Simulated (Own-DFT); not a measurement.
Si₂₃GeO₄₈ (quartz with substituted atoms, atoms displaced), Si₂₄O₄₇ (quartz with one neutral oxygen vacancy, atoms displaced) (calculated)

Computed with Own-DFT development build. A calculation, not a measurement: plane-wave PBE and HSE06 DFT by an unreviewed code, no spin, of a simulated cell at Gamma alone, so results move with cell size and shape, stress positive in tension, energies less offsets, not probed for a lower state with spin; oxygen file: force components 24 meV/angstrom off all-electron in a glass; k mesh not checked against a denser one; forces and stress are PBE's, HSE06 gives the energy alone, and its difference from PBE has offsets of its own; offsets are fitted by least squares, one for each functional and potential file, so energies compare only between cells with the same atoms and settings and are not formation energies; the far tail of each file's local potential was reset to the Coulomb form; each entry is a single point on an unrelaxed cell, so the pressure reflects the starting lattice, mostly measured values (interpolated for alloys), from which strain is counted, and rises with the displacements; printed positions are rounded, which can move forces by about a meV/angstrom; the program, named Own-DFT, is a retired in-house code; no spin-orbit coupling.

Settings shared by all entries: first functional PBE; second functional HSE06; exact exchange share 0.25; screening 0.11 1/bohr; exchange divergence Gygi-Baldereschi; potential files PseudoDojo norm-conserving, scalar-relativistic, made for PBE, standard set; wave cutoff 48 hartree; occupations fixed; k mesh 1 x 1 x 1 centred on Gamma.

(1) 
```cif
# cell vector a (Å): 9.8268 0.0000 0.0000
# cell vector b (Å): -4.9134 8.5103 0.0000
# cell vector c (Å): 0.0000 0.0000 10.8104
data_Si23GeO48
_symmetry_space_group_name_H-M 'P 1'
_symmetry_Int_Tables_number 1
_cell_length_a 9.8268
_cell_length_b 9.8268
_cell_length_c 10.8104
_cell_angle_alpha 90.000
_cell_angle_beta 90.000
_cell_angle_gamma 120.000
_cell_volume 904.06
loop_
_atom_site_label
_atom_site_type_symbol
_atom_site_fract_x
_atom_site_fract_y
_atom_site_fract_z
_atom_site_occupancy
Si1 Si 0.23104 0.99535 0.99581 1
Si2 Si 0.99966 0.25188 0.33533 1
Ge1 Ge 0.26344 0.26615 0.16147 1
O1 O 0.20096 0.12211 0.07530 1
O2 O 0.43531 0.30336 0.21506 1
O3 O 0.36817 0.07845 0.38965 1
O4 O 0.07648 0.35543 0.44268 1
O5 O 0.13366 0.19492 0.27975 1
O6 O 0.28522 0.41899 0.11080 1
Si3 Si 0.23990 0.00582 0.49550 1
Si4 Si 0.00572 0.24288 0.83184 1
Si5 Si 0.27790 0.27583 0.67044 1
O7 O 0.20401 0.13532 0.56738 1
O8 O 0.43702 0.29289 0.72788 1
O9 O 0.34891 0.05915 0.90179 1
O10 O 0.07668 0.36069 0.93824 1
O11 O 0.14477 0.21469 0.78624 1
O12 O 0.29394 0.41558 0.60968 1
Si6 Si 0.22859 0.49415 0.99974 1
Si7 Si 0.99927 0.74066 0.33297 1
Si8 Si 0.24948 0.75561 0.16804 1
O13 O 0.21502 0.63242 0.06412 1
O14 O 0.41887 0.78117 0.22928 1
O15 O 0.38556 0.58152 0.38957 1
O16 O 0.07701 0.86328 0.43481 1
O17 O 0.13970 0.70021 0.27682 1
O18 O 0.31141 0.91447 0.10513 1
Si9 Si 0.23276 0.50304 0.49757 1
Si10 Si 0.00685 0.73168 0.82221 1
Si11 Si 0.24909 0.77031 0.66312 1
O19 O 0.21244 0.63286 0.55595 1
O20 O 0.41971 0.78461 0.73369 1
O21 O 0.35926 0.57496 0.90150 1
O22 O 0.07291 0.87164 0.95027 1
O23 O 0.12550 0.70311 0.75174 1
O24 O 0.27390 0.92172 0.60065 1
Si12 Si 0.74995 0.00486 0.98875 1
Si13 Si 0.50170 0.23061 0.33501 1
Si14 Si 0.75706 0.26480 0.16484 1
O25 O 0.70158 0.12745 0.05385 1
O26 O 0.91537 0.28468 0.22584 1
O27 O 0.86646 0.07237 0.38879 1
O28 O 0.58163 0.37520 0.45441 1
O29 O 0.63455 0.21174 0.27783 1
O30 O 0.78331 0.43068 0.11012 1
Si15 Si 0.74975 0.01133 0.50539 1
Si16 Si 0.49829 0.23873 0.83825 1
Si17 Si 0.76778 0.27386 0.65811 1
O31 O 0.69222 0.13925 0.57115 1
O32 O 0.92744 0.30033 0.71908 1
O33 O 0.86973 0.07731 0.88311 1
O34 O 0.56983 0.36070 0.94648 1
O35 O 0.62973 0.20132 0.76539 1
O36 O 0.77846 0.43118 0.60339 1
Si18 Si 0.73179 0.49761 0.00625 1
Si19 Si 0.51113 0.74130 0.33517 1
Si20 Si 0.76301 0.75799 0.17132 1
O37 O 0.71573 0.64032 0.05851 1
O38 O 0.92838 0.79076 0.22662 1
O39 O 0.85282 0.56571 0.39382 1
O40 O 0.56724 0.86059 0.45202 1
O41 O 0.64065 0.71692 0.27590 1
O42 O 0.78173 0.93604 0.11301 1
Si21 Si 0.73636 0.50290 0.49545 1
Si22 Si 0.50217 0.74130 0.84733 1
Si23 Si 0.76951 0.77665 0.66231 1
O43 O 0.70825 0.63018 0.56417 1
O44 O 0.93242 0.79298 0.72710 1
O45 O 0.85867 0.56320 0.88673 1
O46 O 0.56623 0.85337 0.94736 1
O47 O 0.63681 0.69915 0.76926 1
O48 O 0.79579 0.93629 0.59963 1
_calc_PBE_energy_of_cell_above_offsets '-6.427'  # eV
_calc_HSE06_less_PBE_above_offsets '-0.072'  # eV
_calc_PBE_pressure 14.63  # GPa
_calc_PBE_stress_xx -10.32  # GPa
_calc_PBE_stress_yy -16.08  # GPa
_calc_PBE_stress_zz -17.5  # GPa
_calc_PBE_stress_yz 1.12  # GPa
_calc_PBE_stress_xz 0.17  # GPa
_calc_PBE_stress_xy -1.32  # GPa
```

Force:
| element | x (eV/Å) | y (eV/Å) | z (eV/Å) |
| --- | --- | --- | --- |
| Si | -1.304 | -0.572 | 11.26 |
| Si | 3.489 | -7.917 | -4.79 |
| Ge | 1.586 | -3.264 | 7.879 |
| O | 1.198 | -8.589 | -7.399 |
| O | 6.294 | 0.067 | 4.168 |
| O | -0.561 | -2.368 | 0.873 |
| O | -0.067 | 4.528 | 4.506 |
| O | -4.344 | 0.435 | 3.051 |
| O | -4.995 | 10.8 | -5.423 |
| Si | -4.134 | 1.715 | -0.442 |
| Si | -0.551 | -1.055 | -3.977 |
| Si | 1.014 | -6.415 | 3.109 |
| O | 1.187 | -1.493 | -1.189 |
| O | -1.978 | 0.795 | -1.419 |
| O | 7.014 | 6.894 | -8.743 |
| O | -1.951 | 0.939 | 1.945 |
| O | 1.092 | 0.135 | -1.38 |
| O | -4.145 | 7.632 | -4.706 |
| Si | 1.094 | 0.994 | 3.104 |
| Si | 2.451 | -5.138 | -0.301 |
| Si | 6.628 | 0.894 | -0.311 |
| O | -1.452 | -2.235 | -1.743 |
| O | 0.191 | 0.334 | 0.128 |
| O | -3.066 | -5.181 | 3.583 |
| O | 0.154 | 2.737 | 2.393 |
| O | -5.939 | -1.494 | 4.568 |
| O | -3.7 | 4.567 | -3.06 |
| Si | 6.354 | -0.929 | -0.951 |
| Si | -4.703 | -0.617 | 6.588 |
| Si | 12.42 | 0.813 | -5.383 |
| O | -2.411 | 2.522 | 1.507 |
| O | -2.526 | 0.563 | -1.163 |
| O | 2.225 | 0.69 | -2.205 |
| O | -2.968 | -6.432 | -4.35 |
| O | -3.968 | -4.526 | 6.477 |
| O | 1.701 | 0.65 | 1.501 |
| Si | -4.342 | -2.174 | 4.045 |
| Si | -3.273 | 6.617 | -0.596 |
| Si | 0.455 | -1.825 | -1.641 |
| O | -0.306 | 2.102 | 0.522 |
| O | -0.331 | 1.547 | -0.894 |
| O | -0.332 | 1.443 | 0.291 |
| O | -5.143 | -7.931 | -5.416 |
| O | 2.459 | -0.642 | -0.903 |
| O | 3.091 | -2.092 | 3.47 |
| Si | -8.512 | 1.825 | -5.939 |
| Si | 3.491 | -4.067 | -0.233 |
| Si | -2.081 | 3.607 | 4.88 |
| O | 2.819 | -6.38 | -6.48 |
| O | 2.271 | 0.174 | 1.341 |
| O | 0.88 | -0.247 | -1.58 |
| O | -0.447 | 0.717 | 1.149 |
| O | -1.713 | 0.623 | 2.417 |
| O | 4.186 | -1.47 | 3.824 |
| Si | -0.963 | 1.891 | -5.222 |
| Si | -3.789 | 2.332 | -0.201 |
| Si | -0.883 | 4.299 | -2.232 |
| O | -0.853 | -0.137 | -0.401 |
| O | -0.893 | 0.714 | -1.616 |
| O | 5.072 | 4.811 | -6.042 |
| O | 1.639 | 2.567 | 0.584 |
| O | 2.056 | -1.066 | 0.244 |
| O | 2.701 | -2.533 | 0.741 |
| Si | -1.979 | 2.896 | 4.078 |
| Si | -0.004 | -6.828 | -8.771 |
| Si | 1.069 | -3.162 | 0.849 |
| O | -0.999 | 2.996 | 0.316 |
| O | -2.396 | 1.67 | -2.282 |
| O | 0.844 | 1.322 | 0.254 |
| O | 2.334 | 7.405 | 5.845 |
| O | -2.483 | 1.332 | 1.767 |
| O | 5.026 | -2.819 | 6.123 |

(2) 
```cif
# cell vector a (Å): 9.8268 0.0000 0.0000
# cell vector b (Å): -4.9134 8.5103 0.0000
# cell vector c (Å): 0.0000 0.0000 10.8104
data_Si23GeO48
_symmetry_space_group_name_H-M 'P 1'
_symmetry_Int_Tables_number 1
_cell_length_a 9.8268
_cell_length_b 9.8268
_cell_length_c 10.8104
_cell_angle_alpha 90.000
_cell_angle_beta 90.000
_cell_angle_gamma 120.000
_cell_volume 904.06
loop_
_atom_site_label
_atom_site_type_symbol
_atom_site_fract_x
_atom_site_fract_y
_atom_site_fract_z
_atom_site_occupancy
Si1 Si 0.23420 0.00683 0.99891 1
Si2 Si 0.98484 0.23805 0.33934 1
Si3 Si 0.25399 0.26327 0.16677 1
O1 O 0.21175 0.13929 0.06948 1
O2 O 0.42842 0.28775 0.22775 1
O3 O 0.35569 0.06863 0.38321 1
O4 O 0.07195 0.36250 0.43910 1
O5 O 0.13489 0.20369 0.27276 1
O6 O 0.28609 0.42615 0.11020 1
Si4 Si 0.23685 0.99534 0.50127 1
Si5 Si 0.99356 0.22194 0.83171 1
Si6 Si 0.26334 0.26158 0.66956 1
O7 O 0.21492 0.12998 0.55436 1
O8 O 0.44261 0.29682 0.72095 1
O9 O 0.35286 0.05834 0.89117 1
O10 O 0.06885 0.35684 0.92125 1
O11 O 0.16769 0.22932 0.78644 1
O12 O 0.29172 0.42862 0.61172 1
Si7 Si 0.22833 0.50441 0.99828 1
Ge1 Ge 0.00265 0.74383 0.34160 1
Si8 Si 0.26950 0.77439 0.16319 1
O13 O 0.19752 0.62901 0.06287 1
O14 O 0.42987 0.78790 0.21717 1
O15 O 0.37229 0.57564 0.39836 1
O16 O 0.07327 0.86507 0.44031 1
O17 O 0.15558 0.72912 0.28194 1
O18 O 0.29194 0.93004 0.10516 1
Si9 Si 0.22152 0.48272 0.48821 1
Si10 Si 0.99662 0.73329 0.83153 1
Si11 Si 0.27992 0.76458 0.67575 1
O19 O 0.21207 0.61934 0.55807 1
O20 O 0.43758 0.81246 0.72700 1
O21 O 0.36385 0.56628 0.89787 1
O22 O 0.06055 0.85044 0.94315 1
O23 O 0.13583 0.72249 0.77737 1
O24 O 0.28095 0.92616 0.59672 1
Si12 Si 0.74774 0.00955 0.00278 1
Si13 Si 0.50629 0.23910 0.33241 1
Si14 Si 0.74463 0.24717 0.16830 1
O25 O 0.71239 0.13957 0.05953 1
O26 O 0.92786 0.28873 0.22867 1
O27 O 0.86649 0.06773 0.38434 1
O28 O 0.58673 0.38037 0.42980 1
O29 O 0.63426 0.17939 0.28348 1
O30 O 0.80161 0.44385 0.10145 1
Si15 Si 0.71928 0.97629 0.49784 1
Si16 Si 0.50304 0.23788 0.82854 1
Si17 Si 0.75371 0.26516 0.67389 1
O31 O 0.72558 0.14592 0.56176 1
O32 O 0.92402 0.28901 0.71341 1
O33 O 0.86069 0.07413 0.89003 1
O34 O 0.56222 0.36650 0.95396 1
O35 O 0.63482 0.21309 0.77568 1
O36 O 0.79269 0.43474 0.59728 1
Si18 Si 0.73122 0.50532 0.99532 1
Si19 Si 0.49711 0.72873 0.31887 1
Si20 Si 0.74577 0.73486 0.16530 1
O37 O 0.69430 0.63705 0.05062 1
O38 O 0.91682 0.78373 0.22812 1
O39 O 0.86818 0.57414 0.38661 1
O40 O 0.56261 0.85915 0.43972 1
O41 O 0.63791 0.70721 0.27351 1
O42 O 0.79196 0.92495 0.09978 1
Si21 Si 0.74207 0.51664 0.48704 1
Si22 Si 0.50491 0.73341 0.84646 1
Si23 Si 0.76489 0.77299 0.66452 1
O43 O 0.70448 0.62766 0.55551 1
O44 O 0.92062 0.79135 0.72614 1
O45 O 0.87038 0.58502 0.89880 1
O46 O 0.58261 0.87782 0.93997 1
O47 O 0.63460 0.70405 0.76372 1
O48 O 0.77920 0.91497 0.62190 1
_calc_PBE_energy_of_cell_above_offsets '-6.691'  # eV
_calc_HSE06_less_PBE_above_offsets '0.102'  # eV
_calc_PBE_pressure 13.42  # GPa
_calc_PBE_stress_xx -11.22  # GPa
_calc_PBE_stress_yy -12.74  # GPa
_calc_PBE_stress_zz -16.31  # GPa
_calc_PBE_stress_yz -1.31  # GPa
_calc_PBE_stress_xz 1.26  # GPa
_calc_PBE_stress_xy -1.45  # GPa
```

Force:
| element | x (eV/Å) | y (eV/Å) | z (eV/Å) |
| --- | --- | --- | --- |
| Si | -2.651 | -3.177 | 1.149 |
| Si | 5.238 | -3.615 | -1.884 |
| Si | 3.154 | 3.218 | 3.197 |
| O | 0.472 | -4.041 | -4.815 |
| O | -1.688 | 1.023 | -2.199 |
| O | 1.246 | 1.174 | 0.123 |
| O | -4.336 | -3.324 | -0.805 |
| O | -4.056 | -0.219 | 3.504 |
| O | -1.044 | 1.598 | -1.467 |
| Si | -3.789 | 3.476 | -8.421 |
| Si | 1.52 | 2.557 | -6.506 |
| Si | 3.722 | 1.751 | -5.016 |
| O | -2.664 | 3.471 | 2.76 |
| O | -2.605 | 0.311 | -1.956 |
| O | 2.606 | 3.756 | -3.275 |
| O | 0.685 | 5.834 | 5.5 |
| O | -4.564 | -2.908 | 3.551 |
| O | 0.011 | -1.455 | -1.216 |
| Si | -0.043 | -4.459 | 0.655 |
| Ge | 2.22 | -4.545 | -8.903 |
| Si | -0.803 | -1.678 | 1.289 |
| O | -0.911 | 1.199 | 0.079 |
| O | -0.798 | 1.069 | -2.088 |
| O | 0.385 | -0.354 | -1.919 |
| O | -0.339 | 9.119 | 9.861 |
| O | 2.1 | -0.809 | -1.135 |
| O | 0.158 | 1.176 | -0.545 |
| Si | 6.834 | 6.461 | 5.781 |
| Si | -1.466 | 1.916 | -0.999 |
| Si | -7.959 | -1.93 | -5.693 |
| O | -1.989 | 3.846 | 3.016 |
| O | 5.711 | 0.148 | 3.879 |
| O | 1.115 | 1.958 | -1.412 |
| O | 0.937 | 4.523 | 2.869 |
| O | 4.508 | -0.726 | -2.302 |
| O | 8.178 | -6.821 | 9.478 |
| Si | -2.044 | -1.864 | 0.285 |
| Si | -0.399 | -2.805 | 1.099 |
| Si | 2.746 | 7.313 | 1.674 |
| O | -0.113 | -2.116 | -3.283 |
| O | -4.79 | 1.367 | -4.262 |
| O | -2.015 | -3.493 | 3.199 |
| O | -1.3 | -1.938 | -1.052 |
| O | -2.664 | 0.587 | 0.986 |
| O | 0.805 | -3.634 | 2.567 |
| Si | 2.074 | 7.277 | 1.931 |
| Si | -3.154 | -0.971 | 5.309 |
| Si | 4.54 | 3.885 | -7.068 |
| O | -0.121 | -3.924 | -2.124 |
| O | 1.991 | -0.618 | 2.813 |
| O | 0.69 | -1.893 | -0.81 |
| O | -0.14 | -2.299 | -2.912 |
| O | -0.377 | -2.038 | 3.357 |
| O | 0.754 | -1.975 | 1.907 |
| Si | 0.49 | -0.828 | 0.869 |
| Si | -0.653 | -1.012 | 4.958 |
| Si | 3.84 | 8.27 | 0.256 |
| O | -0.418 | -2.833 | -3.492 |
| O | -3.432 | 0.657 | -4.255 |
| O | 0.425 | -4.273 | -0.332 |
| O | -1.235 | -2.268 | -2.16 |
| O | -2.132 | -1.393 | 2.73 |
| O | 2.023 | -2.761 | 3.048 |
| Si | 1.74 | -4.259 | 3.091 |
| Si | 0.809 | 0.553 | -3.615 |
| Si | 6.217 | -11.46 | 1.558 |
| O | -3.001 | 5.124 | 2.396 |
| O | 0.725 | 0.472 | -0.212 |
| O | -0.86 | -3.115 | -0.367 |
| O | -0.762 | -0.759 | -0.007 |
| O | -4.17 | -1.626 | 4.456 |
| O | -5.187 | 11.12 | -6.679 |

(3) 
```cif
# cell vector a (Å): 9.8268 0.0000 0.0000
# cell vector b (Å): -4.9134 8.5103 0.0000
# cell vector c (Å): 0.0000 0.0000 10.8104
data_Si24O47
_symmetry_space_group_name_H-M 'P 1'
_symmetry_Int_Tables_number 1
_cell_length_a 9.8268
_cell_length_b 9.8268
_cell_length_c 10.8104
_cell_angle_alpha 90.000
_cell_angle_beta 90.000
_cell_angle_gamma 120.000
_cell_volume 904.06
loop_
_atom_site_label
_atom_site_type_symbol
_atom_site_fract_x
_atom_site_fract_y
_atom_site_fract_z
_atom_site_occupancy
Si1 Si 0.23210 0.00615 0.99917 1
Si2 Si 0.00957 0.24072 0.33803 1
Si3 Si 0.25980 0.25753 0.17998 1
O1 O 0.18795 0.11430 0.05532 1
O2 O 0.43855 0.29350 0.22402 1
O3 O 0.37798 0.07719 0.38384 1
O4 O 0.07207 0.36204 0.44594 1
O5 O 0.14035 0.21443 0.27081 1
O6 O 0.29387 0.43308 0.10716 1
Si4 Si 0.22845 0.99196 0.50162 1
Si5 Si 0.99696 0.23911 0.83391 1
Si6 Si 0.27482 0.27066 0.66495 1
O7 O 0.20625 0.13733 0.56515 1
O8 O 0.43905 0.28752 0.72378 1
O9 O 0.37387 0.07925 0.89483 1
O10 O 0.08167 0.37271 0.94684 1
O11 O 0.14092 0.20817 0.77271 1
O12 O 0.28578 0.42326 0.61771 1
Si7 Si 0.23750 0.50159 0.00471 1
Si8 Si 0.01693 0.75048 0.33855 1
Si9 Si 0.25063 0.76939 0.18352 1
O13 O 0.20836 0.63472 0.05137 1
O14 O 0.42308 0.77756 0.23279 1
O15 O 0.37755 0.57561 0.38063 1
O16 O 0.08705 0.88751 0.43284 1
O17 O 0.13844 0.70533 0.28755 1
O18 O 0.28120 0.92650 0.11327 1
Si10 Si 0.22263 0.50147 0.51313 1
Si11 Si 0.99477 0.72618 0.83254 1
Si12 Si 0.27132 0.77070 0.66993 1
O19 O 0.19731 0.62225 0.55751 1
O20 O 0.43246 0.80401 0.73471 1
O21 O 0.39257 0.58370 0.90179 1
O22 O 0.08205 0.87570 0.93065 1
O23 O 0.13393 0.70828 0.77821 1
O24 O 0.29922 0.93981 0.61136 1
Si13 Si 0.73099 0.98429 0.99727 1
Si14 Si 0.49845 0.23573 0.32418 1
Si15 Si 0.76359 0.26174 0.15496 1
O25 O 0.70823 0.14538 0.05775 1
O26 O 0.92264 0.29482 0.22931 1
O27 O 0.88077 0.08316 0.40451 1
O28 O 0.59071 0.35365 0.43339 1
O29 O 0.63272 0.22085 0.26449 1
O30 O 0.79546 0.42301 0.11208 1
Si16 Si 0.74902 0.00845 0.50808 1
Si17 Si 0.48261 0.22657 0.82765 1
Si18 Si 0.77653 0.26421 0.66187 1
O31 O 0.69617 0.12941 0.56388 1
O32 O 0.92213 0.28699 0.72361 1
O33 O 0.86569 0.06107 0.90279 1
O34 O 0.55701 0.35088 0.93632 1
O35 O 0.63902 0.20267 0.77327 1
O36 O 0.80382 0.42601 0.60066 1
Si19 Si 0.72588 0.50407 0.98319 1
Si20 Si 0.50146 0.73772 0.33370 1
Si21 Si 0.75597 0.77385 0.16413 1
O37 O 0.92728 0.79184 0.22606 1
O38 O 0.86052 0.58330 0.39114 1
O39 O 0.58760 0.87782 0.43669 1
O40 O 0.61791 0.69293 0.27251 1
O41 O 0.80933 0.92514 0.10603 1
Si22 Si 0.74289 0.50521 0.49513 1
Si23 Si 0.50856 0.75494 0.83757 1
Si24 Si 0.76024 0.76306 0.67229 1
O42 O 0.70960 0.63467 0.55300 1
O43 O 0.93203 0.78559 0.72086 1
O44 O 0.85990 0.55939 0.88836 1
O45 O 0.56346 0.86787 0.95106 1
O46 O 0.62237 0.69499 0.78060 1
O47 O 0.80587 0.92723 0.59641 1
_calc_PBE_energy_of_cell_above_offsets '-7.167'  # eV
_calc_HSE06_less_PBE_above_offsets '-0.001'  # eV
_calc_PBE_pressure 11.86  # GPa
_calc_PBE_stress_xx -10.17  # GPa
_calc_PBE_stress_yy -12.71  # GPa
_calc_PBE_stress_zz -12.71  # GPa
_calc_PBE_stress_yz 1.22  # GPa
_calc_PBE_stress_xz -0.76  # GPa
_calc_PBE_stress_xy 1.27  # GPa
```

Force:
| element | x (eV/Å) | y (eV/Å) | z (eV/Å) |
| --- | --- | --- | --- |
| Si | 5.274 | -4.137 | -2.112 |
| Si | -3.765 | -0.625 | -2.861 |
| Si | 7.459 | 4.632 | -11.08 |
| O | -4.48 | 7.382 | 5.529 |
| O | -7.725 | 1.938 | -5.771 |
| O | -3.345 | -4.46 | 3.572 |
| O | 0.193 | 1.778 | 1.449 |
| O | -5.854 | -3.029 | 7.11 |
| O | 3.066 | -4.155 | 3.857 |
| Si | 5.274 | 10.01 | 1.662 |
| Si | 3.646 | -1.15 | 2.216 |
| Si | 0.871 | -1.833 | 2.753 |
| O | 1.131 | -2.612 | -2.649 |
| O | -6.933 | 3.392 | -8.318 |
| O | -2.145 | -5.66 | 2.813 |
| O | -2.459 | -3.917 | -3.568 |
| O | -2.241 | 0.055 | 1.59 |
| O | -1.383 | 3.819 | -1.94 |
| Si | 2.409 | 2.993 | -2.042 |
| Si | -6.462 | -4.393 | -2.622 |
| Si | 8.259 | 0.389 | -8.403 |
| O | -2.41 | 3.786 | 3.493 |
| O | -6.52 | 2.767 | -5.188 |
| O | -3.83 | -5.221 | 5.81 |
| O | -4.383 | -3.672 | -1.697 |
| O | -1.956 | -2.273 | 4.159 |
| O | 0.198 | -0.166 | 0.392 |
| Si | 10.26 | -7.509 | -6.759 |
| Si | 0.042 | 1.585 | 1.896 |
| Si | -1.912 | -0.317 | 0.144 |
| O | -6.482 | 10.56 | 5.859 |
| O | -1.811 | 0.848 | -2.74 |
| O | -2.101 | -0.686 | 0.436 |
| O | -1.403 | -2.853 | -1.369 |
| O | 2.948 | -0.339 | -2.067 |
| O | 1.304 | -2.661 | 0.984 |
| Si | -1.497 | 5.008 | 4.443 |
| Si | 4.86 | -0.456 | 4.371 |
| Si | -0.567 | 3.994 | 8.472 |
| O | 2.708 | -9.511 | -7.548 |
| O | 2.6 | -0.799 | 1.517 |
| O | 0.943 | -0.014 | -0.968 |
| O | -0.964 | 2.307 | 2.389 |
| O | 3.491 | -1.804 | -1.513 |
| O | -2.868 | 5.32 | -4.334 |
| Si | -4.368 | 0.252 | -3.681 |
| Si | 10.41 | 0.59 | 3.525 |
| Si | -8.569 | 0.36 | 0.352 |
| O | 1.484 | -1.882 | -1.617 |
| O | 5.549 | 0.977 | 2.31 |
| O | 2.013 | 3.109 | -3.738 |
| O | 0.737 | 3.114 | 1.768 |
| O | -1.081 | 0.544 | 0.08 |
| O | 0.128 | 0.969 | -0.062 |
| Si | -2.056 | -2.261 | 6.797 |
| Si | 1.861 | 1.624 | 3.65 |
| Si | 4.865 | -10.72 | 4.638 |
| O | -0.226 | 0.324 | 0.248 |
| O | 4.078 | 3.657 | -2.945 |
| O | 0.051 | -0.142 | 0.355 |
| O | 4.138 | 1.044 | -2.705 |
| O | -3.191 | 7.667 | -4.05 |
| Si | -1.425 | -4.082 | 1.931 |
| Si | 0.527 | -5.831 | 1.55 |
| Si | 1.526 | -1.044 | -2.032 |
| O | -1.419 | 1.535 | 2.529 |
| O | -2.571 | 0.197 | -0.916 |
| O | 2.435 | 1.64 | -2.805 |
| O | -0.691 | 0.584 | 0.666 |
| O | 2.006 | 1.998 | -1.792 |
| O | 2.346 | -2.533 | 4.582 |
